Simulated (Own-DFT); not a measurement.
Si$_{3}$N$_{4}$ (beta silicon nitride, atoms displaced) (calculated)

A calculation, not a measurement: plane-wave PBE density functional theory by an unreviewed code, no spin, of a simulated periodic cell, stress positive in tension, free energy of the whole cell less one offset for each atom, forces on such cells passed a denser k mesh, this cell's mesh not checked; offsets are fitted by least squares, one for each functional and potential file, so energies compare only between cells with the same atoms and settings and are not formation energies; the far tail of each file's local potential was reset to the Coulomb form; each entry is a single point on an unrelaxed cell, so the pressure reflects the starting lattice, mostly measured values (interpolated for alloys), from which strain is counted, and rises with the displacements; printed positions are rounded, which can move forces by about a meV/angstrom; the program, named Own-DFT, is a retired in-house code; no spin-orbit coupling. Program: Own-DFT development build.

Common to all runs: functional PBE; potential files PseudoDojo norm-conserving, scalar-relativistic, standard set; wave cutoff 42 hartree; occupations Fermi-Dirac; smearing width 0.1 eV; k mesh 3 x 3 x 3 centred on Gamma.

(1) Si$_{3}$N$_{4}$ (beta silicon nitride, atoms displaced)

```cif
# cell vector a (Å): 7.6060 0.0000 0.0000
# cell vector b (Å): -3.8030 6.5870 0.0000
# cell vector c (Å): 0.0000 0.0000 8.7270
data_Si3N4
_symmetry_space_group_name_H-M 'P 1'
_symmetry_Int_Tables_number 1
_cell_length_a 7.6060
_cell_length_b 7.6060
_cell_length_c 8.7270
_cell_angle_alpha 90.000
_cell_angle_beta 90.000
_cell_angle_gamma 120.000
_cell_volume 437.23
loop_
_atom_site_label
_atom_site_type_symbol
_atom_site_fract_x
_atom_site_fract_y
_atom_site_fract_z
_atom_site_occupancy
Si1 Si 0.16870 0.77021 0.08483 1
Si2 Si 0.24984 0.42221 0.09180 1
Si3 Si 0.59287 0.81538 0.08036 1
Si4 Si 0.81137 0.20041 0.25670 1
Si5 Si 0.79793 0.61579 0.26219 1
Si6 Si 0.40340 0.16665 0.26468 1
N1 N 0.31723 0.01577 0.10941 1
N2 N 0.96609 0.30767 0.08635 1
N3 N 0.72885 0.70398 0.08238 1
N4 N 0.66183 0.95857 0.25199 1
N5 N 0.04540 0.71199 0.25816 1
N6 N 0.32204 0.33253 0.26106 1
N7 N 0.35333 0.68483 0.09857 1
N8 N 0.66710 0.32825 0.25460 1
Si7 Si 0.17962 0.78656 0.41062 1
Si8 Si 0.22654 0.40147 0.40754 1
Si9 Si 0.57974 0.81082 0.42410 1
Si10 Si 0.80452 0.21828 0.58520 1
Si11 Si 0.77445 0.60296 0.58957 1
Si12 Si 0.38435 0.15669 0.57981 1
N9 N 0.34059 0.03848 0.40681 1
N10 N 0.94383 0.30011 0.42485 1
N11 N 0.69865 0.66261 0.40855 1
N12 N 0.66738 0.96478 0.59047 1
N13 N 0.01312 0.69713 0.59301 1
N14 N 0.30578 0.31769 0.57374 1
N15 N 0.32432 0.66523 0.43047 1
N16 N 0.67293 0.33405 0.59426 1
Si13 Si 0.16952 0.77293 0.73451 1
Si14 Si 0.24518 0.41069 0.78275 1
Si15 Si 0.59117 0.81813 0.76677 1
Si16 Si 0.85285 0.24829 0.91695 1
Si17 Si 0.77282 0.60175 0.92508 1
Si18 Si 0.40405 0.17040 0.90830 1
N17 N 0.35176 0.04113 0.74753 1
N18 N 0.96586 0.31429 0.73307 1
N19 N 0.72758 0.66652 0.76112 1
N20 N 0.67695 0.97806 0.90450 1
N21 N 0.05136 0.68748 0.94377 1
N22 N 0.29905 0.33499 0.92937 1
N23 N 0.34835 0.69060 0.75233 1
N24 N 0.67200 0.34459 0.93220 1
```

- free energy of cell above offsets: 6.841 eV
- pressure: 14.43 GPa
- stress xx: -11.62 GPa
- stress yy: -10.51 GPa
- stress zz: -21.17 GPa
- stress yz: -3.77 GPa
- stress xz: -3.22 GPa
- stress xy: -1.62 GPa

Force:
```tsv
element	x (eV/Å)	y (eV/Å)	z (eV/Å)
Si	6.092	3	8.347
Si	-1.946	-0.899	2.87
Si	1.173	5.686	0.207
Si	-1.475	5.549	-0.628
Si	-1.732	-5.057	-3.951
Si	3.126	6.216	-8.351
N	-0.106	3.069	-4.523
N	3.753	0.487	2.172
N	2.201	-1.961	1.513
N	0.063	-2.89	0.452
N	-1.043	-1.095	-1.684
N	-3.976	2.145	-2.552
N	-3.464	-4.479	-0.509
N	0.218	1.095	-0.069
Si	2.041	-2.248	3.618
Si	-1.979	-0.539	4.18
Si	1.513	1.795	-0.45
Si	1.126	0.788	-0.189
Si	-3.362	-5.277	-1.986
Si	4.49	4.092	-0.358
N	-0.409	-6.065	8.806
N	4.604	0.669	-2.735
N	-1.814	1.653	4.717
N	0.158	-2.864	-0.451
N	4.707	3.449	-4.05
N	-4.239	2.796	1.864
N	-0.707	-0.759	-0.633
N	-4.355	0.107	-0.451
Si	2.997	-0.064	6.27
Si	-5.432	2.471	-11.29
Si	3.505	1.665	-4.463
Si	-4.103	-1.167	-1.991
Si	3.927	-1.726	2.561
Si	2.623	1.819	5.391
N	-1.879	-3.907	-0.165
N	4.057	1.184	5.112
N	-5.412	3.015	-1.54
N	0.399	1.625	4.882
N	-6.563	-3.372	-12.75
N	3.689	-2.566	3.007
N	-2.186	-5.389	0.534
N	-0.28	-2.05	-0.739
```

(2) Si$_{3}$N$_{4}$ (beta silicon nitride, atoms displaced)

```cif
# cell vector a (Å): 7.6060 0.0000 0.0000
# cell vector b (Å): -3.8030 6.5870 0.0000
# cell vector c (Å): 0.0000 0.0000 8.7270
data_Si3N4
_symmetry_space_group_name_H-M 'P 1'
_symmetry_Int_Tables_number 1
_cell_length_a 7.6060
_cell_length_b 7.6060
_cell_length_c 8.7270
_cell_angle_alpha 90.000
_cell_angle_beta 90.000
_cell_angle_gamma 120.000
_cell_volume 437.23
loop_
_atom_site_label
_atom_site_type_symbol
_atom_site_fract_x
_atom_site_fract_y
_atom_site_fract_z
_atom_site_occupancy
Si1 Si 0.17774 0.78019 0.08366 1
Si2 Si 0.19795 0.38696 0.05514 1
Si3 Si 0.58633 0.83390 0.07979 1
Si4 Si 0.81687 0.21360 0.24080 1
Si5 Si 0.76797 0.58236 0.26183 1
Si6 Si 0.39506 0.18383 0.24470 1
N1 N 0.33203 0.03458 0.07801 1
N2 N 0.96244 0.31728 0.08809 1
N3 N 0.71727 0.65526 0.08026 1
N4 N 0.65619 0.96794 0.24445 1
N5 N 0.04049 0.70436 0.24331 1
N6 N 0.28357 0.33102 0.24636 1
N7 N 0.31969 0.65493 0.09720 1
N8 N 0.65175 0.32798 0.23812 1
Si7 Si 0.16736 0.77603 0.41248 1
Si8 Si 0.22348 0.41193 0.41752 1
Si9 Si 0.58138 0.81236 0.40335 1
Si10 Si 0.79496 0.23472 0.58170 1
Si11 Si 0.79315 0.60984 0.58561 1
Si12 Si 0.40252 0.17641 0.56809 1
N9 N 0.32593 0.02513 0.41177 1
N10 N 0.94496 0.30131 0.43108 1
N11 N 0.71347 0.67443 0.41217 1
N12 N 0.66090 0.98306 0.59720 1
N13 N 0.04208 0.70601 0.60596 1
N14 N 0.28405 0.31653 0.58460 1
N15 N 0.35155 0.67888 0.42874 1
N16 N 0.67620 0.34585 0.58327 1
Si13 Si 0.16740 0.75969 0.75183 1
Si14 Si 0.22769 0.39573 0.76677 1
Si15 Si 0.60061 0.83674 0.74377 1
Si16 Si 0.82185 0.23628 0.89610 1
Si17 Si 0.77790 0.59824 0.92048 1
Si18 Si 0.40003 0.16772 0.92343 1
N17 N 0.34963 0.02030 0.75158 1
N18 N 0.94978 0.26982 0.75415 1
N19 N 0.69505 0.66467 0.74092 1
N20 N 0.64978 0.95312 0.92542 1
N21 N 0.03702 0.69624 0.92889 1
N22 N 0.32209 0.35408 0.90948 1
N23 N 0.32028 0.66558 0.74965 1
N24 N 0.69384 0.33794 0.91065 1
```

* free energy of cell above offsets: 5.325 eV
* pressure: 14.12 GPa
* stress xx: -16.21 GPa
* stress yy: -9.08 GPa
* stress zz: -17.07 GPa
* stress yz: 1.87 GPa
* stress xz: 2.86 GPa
* stress xy: 0.37 GPa

Force:
```tsv
element	x (eV/Å)	y (eV/Å)	z (eV/Å)
Si	2.293	-2.013	0.011
Si	2.734	4.453	6.444
Si	0.869	-6.611	2.449
Si	-1.825	3.69	3.163
Si	0.997	0.637	-5.368
Si	0.154	-0.44	0.488
N	-0.687	-0.122	3.027
N	-0.824	-2.423	-3.003
N	-4.663	2.853	3.976
N	0.593	-1.369	0.823
N	-2.3	-0.981	3.324
N	-0.393	-0.65	-0.615
N	1.078	1.236	-1.275
N	1.921	-1.108	1.156
Si	2.548	-1.763	1.787
Si	-0.797	-1.208	0.665
Si	5.088	4.373	2.222
Si	7.898	-3.198	1.754
Si	-3.159	-1.229	-0.047
Si	0.743	0.199	4.213
N	-0.188	1.978	-1.125
N	3.181	1.176	-4.746
N	-1.101	1.321	2.558
N	0.197	-1.2	-5.052
N	-3.569	-1.289	-9.644
N	-0.38	0.612	-0.153
N	-6.95	-4.646	-0.063
N	-8.009	2.688	-0.466
Si	3.878	3.487	7.233
Si	-4.26	2.766	-9.488
Si	-1.441	-3.901	3.231
Si	1.141	-5.313	7.949
Si	0.709	-1.21	-2.874
Si	3.11	2.265	-5.453
N	-1.958	2.423	-0.199
N	5.712	2.772	-5.496
N	0.116	1.044	1.966
N	1.004	4.666	-5.002
N	-1.091	0.265	-3.609
N	3.482	-3.448	4.508
N	3.937	-2.582	0.392
N	-9.792	1.801	0.342
```

(3) Si$_{3}$N$_{4}$ (beta silicon nitride, atoms displaced)

```cif
# cell vector a (Å): 7.6060 0.0000 0.0000
# cell vector b (Å): -3.8030 6.5870 0.0000
# cell vector c (Å): 0.0000 0.0000 8.7270
data_Si3N4
_symmetry_space_group_name_H-M 'P 1'
_symmetry_Int_Tables_number 1
_cell_length_a 7.6060
_cell_length_b 7.6060
_cell_length_c 8.7270
_cell_angle_alpha 90.000
_cell_angle_beta 90.000
_cell_angle_gamma 120.000
_cell_volume 437.23
loop_
_atom_site_label
_atom_site_type_symbol
_atom_site_fract_x
_atom_site_fract_y
_atom_site_fract_z
_atom_site_occupancy
Si1 Si 0.17221 0.77366 0.07268 1
Si2 Si 0.22005 0.41781 0.08871 1
Si3 Si 0.58648 0.80244 0.10603 1
Si4 Si 0.87452 0.23140 0.23864 1
Si5 Si 0.76070 0.57317 0.25423 1
Si6 Si 0.38499 0.18266 0.25535 1
N1 N 0.32394 0.02827 0.08622 1
N2 N 0.95958 0.30864 0.07759 1
N3 N 0.68501 0.67459 0.10131 1
N4 N 0.65016 0.97199 0.24632 1
N5 N 0.04503 0.69443 0.25753 1
N6 N 0.30425 0.33552 0.26353 1
N7 N 0.35621 0.67934 0.08187 1
N8 N 0.64581 0.31295 0.25342 1
Si7 Si 0.20881 0.77239 0.41840 1
Si8 Si 0.23898 0.41503 0.41476 1
Si9 Si 0.59325 0.81564 0.41516 1
Si10 Si 0.84722 0.25221 0.57933 1
Si11 Si 0.78408 0.61773 0.59715 1
Si12 Si 0.40187 0.18713 0.59378 1
N9 N 0.30191 0.02036 0.42333 1
N10 N 0.97182 0.29485 0.40623 1
N11 N 0.67482 0.65605 0.42999 1
N12 N 0.66906 0.97055 0.59649 1
N13 N 0.01256 0.69690 0.58815 1
N14 N 0.30966 0.32421 0.57118 1
N15 N 0.33855 0.66994 0.40841 1
N16 N 0.67470 0.35221 0.57466 1
Si13 Si 0.20090 0.79425 0.74430 1
Si14 Si 0.22238 0.38594 0.75915 1
Si15 Si 0.59823 0.81224 0.75284 1
Si16 Si 0.80633 0.21298 0.90629 1
Si17 Si 0.78839 0.59484 0.92901 1
Si18 Si 0.38569 0.17987 0.92528 1
N17 N 0.31181 0.02165 0.75076 1
N18 N 0.95148 0.30796 0.73801 1
N19 N 0.70543 0.67166 0.74936 1
N20 N 0.65815 0.95118 0.91298 1
N21 N 0.01153 0.69778 0.88506 1
N22 N 0.29994 0.32534 0.91618 1
N23 N 0.31565 0.67138 0.75545 1
N24 N 0.64603 0.30008 0.92042 1
```

* free energy of cell above offsets: 10.929 eV
* pressure: 16.79 GPa
* stress xx: -25.16 GPa
* stress yy: -15.82 GPa
* stress zz: -9.4 GPa
* stress yz: -1.03 GPa
* stress xz: 0.05 GPa
* stress xy: 7.63 GPa

Force:
```tsv
element	x (eV/Å)	y (eV/Å)	z (eV/Å)
Si	0.246	-0.957	1.602
Si	2.983	0.47	-0.679
Si	-1.855	10.15	-3.384
Si	-9.831	-5.381	4.509
Si	0.321	0.563	2.62
Si	6.929	-5.575	0.819
N	-1.83	0.862	-0.197
N	3.702	2.06	-5.874
N	11.04	-6.589	-1.647
N	2.359	0.974	2.129
N	-1.908	-1.177	-2.615
N	-4.942	2.831	-4.79
N	-8.96	-5.706	-0.927
N	1.761	2.011	-0.67
Si	-10.34	1.279	0.786
Si	-0.373	-0.415	2.803
Si	-0.093	4.893	1.853
Si	-7.083	-3.852	-4.635
Si	-3.559	-4.882	-4.387
Si	8.12	-4.422	-2.185
N	0.819	3.252	-0.006
N	2.921	1.686	2.929
N	3.414	-0.924	-1.878
N	0.211	0.395	-3.212
N	10.14	3.909	-1.437
N	-8.327	5.077	2.765
N	4.182	-3.221	0.533
N	0.107	-2.316	1.046
Si	-6.171	-8.25	-2.249
Si	-2.921	3.491	-4.505
Si	-2.933	1.461	-0.475
Si	-0.333	-1.825	-0.355
Si	-8.9	-4.325	-0.514
Si	7.31	-5.597	-0.613
N	-0.263	10.73	1.459
N	6.089	1.463	6.955
N	-0.906	-1.186	5.06
N	1.086	1.334	2.835
N	7.707	3.641	4.109
N	-5.839	3.85	2.303
N	7.206	-4.395	-0.07
N	-1.285	4.609	0.19
```

(4) Si$_{3}$N$_{4}$ (beta silicon nitride, atoms displaced)

```cif
# cell vector a (Å): 7.6060 0.0000 0.0000
# cell vector b (Å): -3.8030 6.5870 0.0000
# cell vector c (Å): 0.0000 0.0000 8.7270
data_Si3N4
_symmetry_space_group_name_H-M 'P 1'
_symmetry_Int_Tables_number 1
_cell_length_a 7.6060
_cell_length_b 7.6060
_cell_length_c 8.7270
_cell_angle_alpha 90.000
_cell_angle_beta 90.000
_cell_angle_gamma 120.000
_cell_volume 437.23
loop_
_atom_site_label
_atom_site_type_symbol
_atom_site_fract_x
_atom_site_fract_y
_atom_site_fract_z
_atom_site_occupancy
Si1 Si 0.18614 0.78169 0.08290 1
Si2 Si 0.22258 0.40396 0.08308 1
Si3 Si 0.57926 0.81766 0.09740 1
Si4 Si 0.82949 0.23592 0.25266 1
Si5 Si 0.77123 0.57515 0.25254 1
Si6 Si 0.39595 0.16794 0.25862 1
N1 N 0.31368 0.00562 0.07931 1
N2 N 0.95163 0.28412 0.09646 1
N3 N 0.68284 0.68743 0.07422 1
N4 N 0.67910 0.98218 0.24490 1
N5 N 0.01946 0.68096 0.25689 1
N6 N 0.30759 0.36695 0.24704 1
N7 N 0.34861 0.68250 0.08867 1
N8 N 0.67473 0.32704 0.23353 1
Si7 Si 0.16727 0.75906 0.41178 1
Si8 Si 0.23469 0.41731 0.41134 1
Si9 Si 0.57024 0.79754 0.40167 1
Si10 Si 0.81963 0.22646 0.58008 1
Si11 Si 0.76757 0.62938 0.59535 1
Si12 Si 0.38314 0.17075 0.58185 1
N9 N 0.32274 0.02865 0.39970 1
N10 N 0.96643 0.29933 0.43402 1
N11 N 0.68925 0.63360 0.43042 1
N12 N 0.66747 0.97044 0.59292 1
N13 N 0.02389 0.70695 0.57449 1
N14 N 0.31793 0.34623 0.60346 1
N15 N 0.34963 0.67594 0.42799 1
N16 N 0.65697 0.31386 0.58736 1
Si13 Si 0.18235 0.76912 0.76913 1
Si14 Si 0.24316 0.40792 0.74892 1
Si15 Si 0.63518 0.86089 0.75871 1
Si16 Si 0.83019 0.21823 0.92123 1
Si17 Si 0.75309 0.60337 0.91380 1
Si18 Si 0.38981 0.16092 0.90824 1
N17 N 0.33842 0.04614 0.75254 1
N18 N 0.95327 0.31470 0.74255 1
N19 N 0.70299 0.67512 0.76102 1
N20 N 0.66951 0.98602 0.89982 1
N21 N 0.05169 0.70014 0.90794 1
N22 N 0.30316 0.31128 0.90935 1
N23 N 0.31068 0.66250 0.74446 1
N24 N 0.65223 0.35224 0.93355 1
```

* stress xx: withheld
* stress yy: withheld
* pressure: withheld

Q: What stress xx does the calculation give for Si$_{3}$N$_{4}$ (beta silicon nitride, atoms displaced) (entry 4)?
A: -16.62 GPa

Q: Estimate the stress yy of Si$_{3}$N$_{4}$ (beta silicon nitride, atoms displaced) (entry 4).
A: -20.63 GPa

Q: Si$_{3}$N$_{4}$ (beta silicon nitride, atoms displaced) (entry 4): pressure?
A: 20.49 GPa

Further results for Si$_{3}$N$_{4}$ (beta silicon nitride, atoms displaced) (entry 4):

* free energy of cell above offsets: 12.854 eV
* stress zz: -24.23 GPa
* stress yz: 0.57 GPa
* stress xz: 5.02 GPa
* stress xy: 0.46 GPa

Force:
```tsv
element	x (eV/Å)	y (eV/Å)	z (eV/Å)
Si	-2.067	-10.98	-0.341
Si	0.084	0.695	-3.038
Si	2.008	7.316	-2.274
Si	-0.413	-1.097	4.668
Si	-3.736	1.235	0.077
Si	1.323	4.611	-7.593
N	0.102	12.73	1.343
N	5.226	2.516	-4.729
N	7.219	-3.616	1.416
N	-0.62	-3.404	2.434
N	2.574	1.493	-3.193
N	3.794	-3.641	0.73
N	-6.82	-5.919	-0.282
N	-4.358	-1.06	1.169
Si	-0.276	0.952	3.032
Si	-1.17	-1.231	4.507
Si	10.69	8.464	1.9
Si	-3.132	-0.266	3.548
Si	6.552	-5.114	0.433
Si	5.494	0.426	0.14
N	-0.975	-3.267	6.348
N	3.574	1.643	-6.099
N	-5.051	2.629	-7.372
N	0.995	-1.668	-4.505
N	0.664	1.289	2.28
N	-0.051	-0.757	-7.892
N	-10.27	-5.544	0.026
N	-3.213	1.987	-0.739
Si	0.218	4.245	-10.25
Si	-6.116	2.06	4.14
Si	-2.556	-6.805	-6.417
Si	-3.005	6.775	-2.042
Si	4.559	-2.728	5.356
Si	5.201	2.232	5.217
N	-0.517	-5.954	-4.132
N	4.034	-0.06	3.487
N	-3.49	3.271	-2.731
N	-1.317	-0.723	9.173
N	-7.781	-3.064	9.829
N	-7.773	4.613	2.569
N	7.822	-1.221	0.375
N	2.57	-3.056	-0.568
```
